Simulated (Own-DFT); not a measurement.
Simulation results for SiC (4H silicon carbide, atoms displaced)

A calculation, not a measurement: plane-wave PBE density functional theory by an unreviewed code, no spin, of a simulated periodic cell, stress positive in tension, free energy of the whole cell less one offset for each atom, forces on such cells passed a denser k mesh, this cell's mesh not checked; offsets are fitted by least squares, one for each functional and potential file, so energies compare only between cells with the same atoms and settings and are not formation energies; the far tail of each file's local potential was reset to the Coulomb form; each entry is a single point on an unrelaxed cell, so the pressure reflects the starting lattice, mostly measured values (interpolated for alloys), from which strain is counted, and rises with the displacements; printed positions are rounded, which can move forces by about a meV/angstrom; the program, named Own-DFT, is a retired in-house code; no spin-orbit coupling. Program: Own-DFT development build.

Common to all runs: functional PBE; potential files PseudoDojo norm-conserving, scalar-relativistic, standard set; wave cutoff 42 hartree; occupations Fermi-Dirac; smearing width 0.1 eV; hardware one NVIDIA H100; k mesh 5 x 5 x 3 centred on Gamma.

(1) SiC (4H silicon carbide, atoms displaced)

```
CELL_PARAMETERS angstrom
6.16540 0.00000 0.00000
-3.08270 5.33940 0.00000
0.00000 0.00000 10.06810
ATOMIC_POSITIONS crystal
Si 0.99623 0.99723 0.40021
Si 0.16857 0.31758 0.15092
C 0.97797 0.98560 0.09154
C 0.14537 0.31689 0.34252
Si 0.00534 0.50794 0.40664
Si 0.17414 0.83820 0.15756
C 0.00003 0.51551 0.09702
C 0.15674 0.83150 0.35359
Si 0.48579 0.99007 0.41101
Si 0.68705 0.33582 0.15837
C 0.47774 0.97981 0.08712
C 0.67160 0.33762 0.33439
Si 0.49922 0.50526 0.40204
Si 0.66804 0.82043 0.16223
C 0.50359 0.51382 0.09247
C 0.65308 0.83200 0.33348
Si 0.00266 0.01084 0.90975
Si 0.82843 0.66079 0.65337
C 0.99490 0.99200 0.58656
C 0.83954 0.66841 0.84477
Si 0.00992 0.48603 0.90515
Si 0.83703 0.19523 0.65764
C 0.00052 0.50807 0.58894
C 0.83918 0.15505 0.85247
Si 0.50783 0.01599 0.90879
Si 0.31952 0.66927 0.65149
C 0.49519 0.99878 0.59425
C 0.32851 0.65108 0.84402
Si 0.48631 0.48863 0.90251
Si 0.33166 0.17369 0.65501
C 0.50970 0.51534 0.59505
C 0.32443 0.16406 0.84126
```

- free energy of cell above offsets: -1.824 eV
- pressure: 5.74 GPa
- stress xx: -4.92 GPa
- stress yy: -5.15 GPa
- stress zz: -7.16 GPa
- stress yz: 1.25 GPa
- stress xz: 1.05 GPa
- stress xy: -0.92 GPa
- wall time: 130.4 s

Force:
| element | x (eV/Å) | y (eV/Å) | z (eV/Å) |
| --- | --- | --- | --- |
| Si | -1.532 | -0.225 | 1.529 |
| Si | -1.451 | 1.843 | 0.933 |
| C | 2.33 | 1.438 | 0.766 |
| C | 1.505 | 2.074 | -0.314 |
| Si | -0.764 | -2.139 | -1.288 |
| Si | -1.717 | -0.709 | 0.433 |
| C | 2.454 | -1.852 | -1.188 |
| C | 1.169 | 0.409 | -2.289 |
| Si | 0.846 | 1.904 | -1.46 |
| Si | -2.733 | -0.945 | -2.115 |
| C | 2.556 | 2.675 | 1.592 |
| C | -0.611 | -0.553 | 3.494 |
| Si | 0.039 | -1.278 | -0.07 |
| Si | -2.531 | 0.986 | -3.231 |
| C | 0.798 | -3.427 | -0.43 |
| C | 0.432 | 0.047 | 3.793 |
| Si | 1.758 | -3.756 | -0.558 |
| Si | -0.043 | 2.274 | 1.548 |
| C | -0.732 | 1.594 | 1.056 |
| C | -0.062 | -1.007 | -0.381 |
| Si | -2.59 | 2.166 | 1.257 |
| Si | 1.513 | -4.021 | -0.118 |
| C | -0.373 | -0.244 | 0.2 |
| C | -2.758 | 1.889 | -2.158 |
| Si | -0.468 | -2.545 | -0.944 |
| Si | 2.335 | 0.133 | 1.852 |
| C | 0.102 | 1.373 | 0.623 |
| C | -0.472 | 2.14 | -1.283 |
| Si | 2.249 | 1.882 | 0.708 |
| Si | -0.691 | -0.558 | -0.903 |
| C | -1.575 | -1.59 | -1.398 |
| C | 1.014 | 0.023 | 0.346 |

(2) SiC (4H silicon carbide, atoms displaced)

```
CELL_PARAMETERS angstrom
6.16540 0.00000 0.00000
-3.08270 5.33940 0.00000
0.00000 0.00000 10.06810
ATOMIC_POSITIONS crystal
Si 0.99692 0.99185 0.39933
Si 0.18850 0.34214 0.15784
C 0.01260 0.99603 0.09055
C 0.16871 0.34215 0.33086
Si 0.00317 0.50953 0.40143
Si 0.16985 0.83835 0.15631
C 0.99585 0.52324 0.09253
C 0.17325 0.84015 0.34500
Si 0.49779 0.99904 0.40676
Si 0.65643 0.33768 0.15443
C 0.49746 0.99727 0.10520
C 0.66789 0.34137 0.35450
Si 0.51016 0.50983 0.39804
Si 0.66471 0.83650 0.15908
C 0.49007 0.49153 0.10327
C 0.67321 0.83489 0.34455
Si 0.01943 0.00502 0.90416
Si 0.83676 0.67418 0.66007
C 0.98967 0.98813 0.59345
C 0.82531 0.66586 0.85216
Si 0.02422 0.51077 0.91076
Si 0.82691 0.17210 0.66282
C 0.97638 0.47921 0.59962
C 0.81645 0.14949 0.84626
Si 0.50565 0.00127 0.90674
Si 0.31340 0.65447 0.66045
C 0.47334 0.00118 0.58446
C 0.32206 0.66095 0.83847
Si 0.49152 0.49732 0.90247
Si 0.33780 0.15387 0.65661
C 0.50096 0.51002 0.60125
C 0.32474 0.15938 0.83919
```

- free energy of cell above offsets: -1.460 eV
- pressure: 6.71 GPa
- stress xx: -8.68 GPa
- stress yy: -4.76 GPa
- stress zz: -6.69 GPa
- stress yz: 1.15 GPa
- stress xz: 2.6 GPa
- stress xy: -1.35 GPa
- wall time: 124.7 s

Force:
| element | x (eV/Å) | y (eV/Å) | z (eV/Å) |
| --- | --- | --- | --- |
| Si | 0.221 | 2.12 | 1.773 |
| Si | -4.791 | -2.128 | -1.505 |
| C | -2.057 | 1.683 | 0.528 |
| C | 0.172 | -0.575 | 3.964 |
| Si | 0.497 | -1.168 | 1.235 |
| Si | -0.129 | -0.244 | 0.806 |
| C | 1.873 | -2.665 | 0.427 |
| C | -0.262 | -0.547 | -0.747 |
| Si | 0.458 | 0.794 | -0.52 |
| Si | 2.464 | -0.235 | 1.401 |
| C | 0.423 | 0.847 | -2.317 |
| C | 0.778 | -0.891 | -2.472 |
| Si | -1.703 | -0.986 | 2.857 |
| Si | 1.597 | 0.006 | -0.603 |
| C | 1.445 | 2.878 | -3.33 |
| C | -1.101 | 0.625 | -0.555 |
| Si | -3.315 | -1.997 | 0.827 |
| Si | -1.021 | -1.499 | 0.399 |
| C | 0.054 | 2.193 | -0.384 |
| C | 1.524 | 0.084 | -1.029 |
| Si | -4.611 | -1.918 | 0.039 |
| Si | 0.193 | -3.127 | -1.285 |
| C | 0.912 | 2.897 | -1.47 |
| C | 2.4 | 2.26 | 0.466 |
| Si | -1.589 | -0.839 | 1.052 |
| Si | 0.566 | 0.575 | -2.664 |
| C | 4.295 | -2.326 | 1.776 |
| C | 1.897 | 1.453 | 1.884 |
| Si | 0.877 | 0.009 | 0.625 |
| Si | -4.197 | 2.784 | -0.711 |
| C | -0.224 | -1.143 | -1.307 |
| C | 2.353 | 1.078 | 0.841 |

(3) SiC (4H silicon carbide, atoms displaced)

```
CELL_PARAMETERS angstrom
6.16540 0.00000 0.00000
-3.08270 5.33940 0.00000
0.00000 0.00000 10.06810
ATOMIC_POSITIONS crystal
Si 0.00108 0.00773 0.41000
Si 0.16176 0.33049 0.16251
C 0.98828 0.98045 0.10018
C 0.15230 0.33006 0.34944
Si 0.01916 0.50878 0.40239
Si 0.17621 0.83991 0.15060
C 0.99289 0.47983 0.09170
C 0.17578 0.83867 0.34520
Si 0.49166 0.99966 0.40411
Si 0.65518 0.30880 0.15032
C 0.47306 0.99047 0.09548
C 0.65185 0.32946 0.33606
Si 0.50476 0.49007 0.40410
Si 0.65905 0.83277 0.16244
C 0.50953 0.49446 0.10781
C 0.67585 0.84021 0.36167
Si 0.99502 0.00097 0.91337
Si 0.83300 0.66337 0.66003
C 0.00040 0.02244 0.59379
C 0.83277 0.65395 0.83731
Si 0.00565 0.48961 0.90413
Si 0.83512 0.17049 0.64757
C 0.99274 0.49539 0.59638
C 0.82869 0.16755 0.83699
Si 0.50998 0.99635 0.90073
Si 0.35119 0.68129 0.65619
C 0.47415 0.99050 0.60287
C 0.31690 0.66522 0.84580
Si 0.48348 0.49228 0.90462
Si 0.32103 0.16198 0.64918
C 0.51838 0.51880 0.59964
C 0.35285 0.17794 0.84271
```

* free energy of cell above offsets: -1.466 eV
* pressure: 6.22 GPa
* stress xx: -8.27 GPa
* stress yy: -6.83 GPa
* stress zz: -3.56 GPa
* stress yz: 0.18 GPa
* stress xz: 1.25 GPa
* stress xy: 0.08 GPa
* wall time: 121.6 s

Force:
| element | x (eV/Å) | y (eV/Å) | z (eV/Å) |
| --- | --- | --- | --- |
| Si | 0.824 | -0.738 | 0.019 |
| Si | 1.084 | -0.689 | -0.642 |
| C | -0.71 | 1.906 | -0.484 |
| C | 2.651 | 0.211 | -1.038 |
| Si | -3.487 | -0.115 | 1.61 |
| Si | -3.679 | -3.854 | 2.275 |
| C | -0.145 | 1.048 | 0.133 |
| C | -1.551 | -0.407 | -1.025 |
| Si | 1.519 | 0.627 | 1.63 |
| Si | 0.23 | 2.404 | 1.101 |
| C | 5.196 | 0.649 | -2.451 |
| C | 2.72 | -0.53 | 0.987 |
| Si | -1.733 | 1.795 | 1.325 |
| Si | 0.515 | -0.863 | 0.797 |
| C | -2.407 | 0.335 | -2.241 |
| C | -1.508 | -1.032 | -2.634 |
| Si | 1.235 | -0.858 | -2.006 |
| Si | 0.893 | 1.281 | -1.017 |
| C | 1.476 | -2.741 | -0.413 |
| C | -0.862 | 1.289 | 3.166 |
| Si | -2.865 | 0.101 | 0.367 |
| Si | -2.284 | 0.045 | 1.644 |
| C | 1.072 | 1.575 | -1.504 |
| C | 1.722 | -0.84 | 0.861 |
| Si | -2.166 | 0.391 | 0.627 |
| Si | -1.719 | -3.056 | 0.638 |
| C | 2.066 | 2.333 | -2.767 |
| C | 2.93 | 0.53 | -0.69 |
| Si | 1.836 | 1.404 | 0.912 |
| Si | 0.368 | 2.325 | 2.499 |
| C | -1.242 | -2.348 | -1.885 |
| C | -1.982 | -2.179 | 0.207 |
